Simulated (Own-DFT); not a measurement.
# Strain and stress in beta-Si3N4, 112 atoms (N64Si48)

All numbers below are calculated, not measured. They come from Own-DFT, an in-house plane-wave density functional program, since retired, whose code no person has reviewed. Each row is one single-point run on a periodic cell that was not relaxed, without spin or spin-orbit coupling.

Settings of every run: PBE; PseudoDojo norm-conserving scalar-relativistic files; cutoff 42 hartree; 2 x 2 x 4 k mesh centred on Gamma; Fermi-Dirac smearing of 0.1 eV.

Known limits: forces on such cells moved up to 12 meV/angstrom on a denser k mesh; stress not checked against mesh or cutoff.

Unstrained cell vectors in Å: (15.212, 0.000, 0.000); (-7.606, 13.174, 0.000); (0.000, 0.000, 5.818). The unstrained cell has measured lattice constants (interpolated for alloys), not those of this functional. That, the random moves and any unrelaxed bonds set the pressure at no strain. Each run strains this cell uniformly, with the atoms carried along. Every atom was also moved at random, by a Gaussian of width 0.05 Å on each axis. Strain is the symmetric tensor, in per cent. Stress is positive in tension, and the pressure is minus a third of its trace.

```
run,e_xx (%),e_yy (%),e_zz (%),e_yz (%),e_xz (%),e_xy (%),s_xx (GPa),s_yy (GPa),s_zz (GPa),s_yz (GPa),s_xz (GPa),s_xy (GPa),P (GPa),E (meV/atom)
1,0.47,0.97,0.40,0.54,0.39,1.46,-3.44,0.57,-6.93,1.66,1.28,7.14,3.26,6.8
2,0.37,1.08,0.89,-0.70,1.45,-1.97,-3.50,0.13,-3.93,0.57,4.40,-7.98,2.43,25.5
3,0.61,-1.30,-0.82,0.13,1.82,-1.18,-5.59,-16.54,-15.74,-0.35,5.21,-5.75,12.62,37.2
4,-0.68,1.91,0.48,1.64,0.48,-0.38,-7.38,3.40,-5.75,4.56,2.13,-1.31,3.25,4.7
5,-0.39,-1.01,1.02,-0.21,-0.28,1.50,-10.88,-11.32,-5.68,-0.40,-1.03,7.06,9.29,39.5
6,-0.75,-1.22,1.42,-0.75,1.44,0.71,-12.20,-13.29,-4.35,-2.78,6.72,1.79,9.95,56.5
7,0.97,1.99,-0.67,0.51,1.76,1.94,0.50,2.84,-11.49,1.49,4.39,6.05,2.72,33.0
8,-1.55,1.52,-1.20,0.88,-1.63,-1.59,-13.60,-3.44,-20.28,3.65,-6.57,-7.06,12.44,48.8
9,-1.51,1.72,-1.68,-1.04,-1.30,-0.88,-16.24,-1.03,-23.40,-4.25,-5.34,-3.90,13.55,64.7
10,-0.69,1.17,0.87,-1.33,0.22,0.32,-8.32,-1.89,-3.67,-4.10,0.84,2.52,4.63,8.7
11,-0.98,0.29,1.72,0.48,-0.60,-1.72,-12.08,-6.00,0.45,2.49,-1.76,-9.61,5.88,32.4
12,1.44,0.76,1.36,-0.03,1.47,2.00,2.95,-2.12,0.10,-0.57,5.64,5.77,-0.31,22.3
13,0.95,-0.39,-0.57,-0.41,-0.71,1.86,-1.94,-11.56,-13.99,-1.58,-1.92,5.98,9.16,52.3
14,-1.25,1.97,-0.48,1.03,-0.89,0.55,-13.46,0.23,-13.63,4.32,-3.88,3.43,8.95,54.5
15,1.03,0.27,0.74,0.04,0.22,-0.59,-1.38,-4.43,-1.63,0.67,1.20,-1.22,2.48,0.0
16,-0.16,0.56,-1.17,0.31,-0.12,-1.96,-9.71,-7.21,-17.55,0.60,-0.36,-8.23,11.49,52.8
17,1.12,-0.38,-1.57,0.97,1.33,-1.75,-2.83,-9.07,-22.61,1.98,3.51,-6.27,11.50,46.6
18,0.19,0.39,-1.84,0.67,-1.13,-0.92,?,?,?,?,?,?,?,?
```

E is the free energy for each atom above the lowest run shown.

## Worked fit

Each stress component was fitted by least squares to a constant and the strains of the runs shown, as fractions, with shears doubled. Shear strains stay in the fit of a normal stress only where such slopes are resolved. The slopes, in GPa:

```
stress  at no strain  per e_xx  per e_yy  per e_zz  scatter
  s_xx          -7.5  579 ± 25  133 ± 22   73 ± 21     0.94
  s_yy          -7.9   96 ± 34  548 ± 31  121 ± 29     1.29
  s_zz         -10.9  140 ± 32  115 ± 29  702 ± 27     1.20
```

Each shear stress against twice its own strain: yz 151 ± 15, xz 163 ± 11, xy 201 ± 15 GPa. These are stiffnesses along x, y and z of the frame in which the cell vectors are given, which need not be the crystal's axes. The atoms are held to the strained lattice; where symmetry lets them move under strain, relaxing them would lower some slopes. The table should be nearly symmetric about its diagonal, and what it lacks of that shows the noise. A ninth of its sum, 279 ± 9 GPa, estimates the bulk modulus near the mean pressure of these runs, 7.3 GPa, so it lies above the value at zero pressure.

## Withheld run

Question: what normal stresses and pressure should run 18 give?

The fit gives s_xx = -7.2, s_yy = -7.8, s_zz = -23.1 and P = 12.7 GPa. The calculation gave -6.45, -7.91, -22.76 and P = 12.38 GPa.
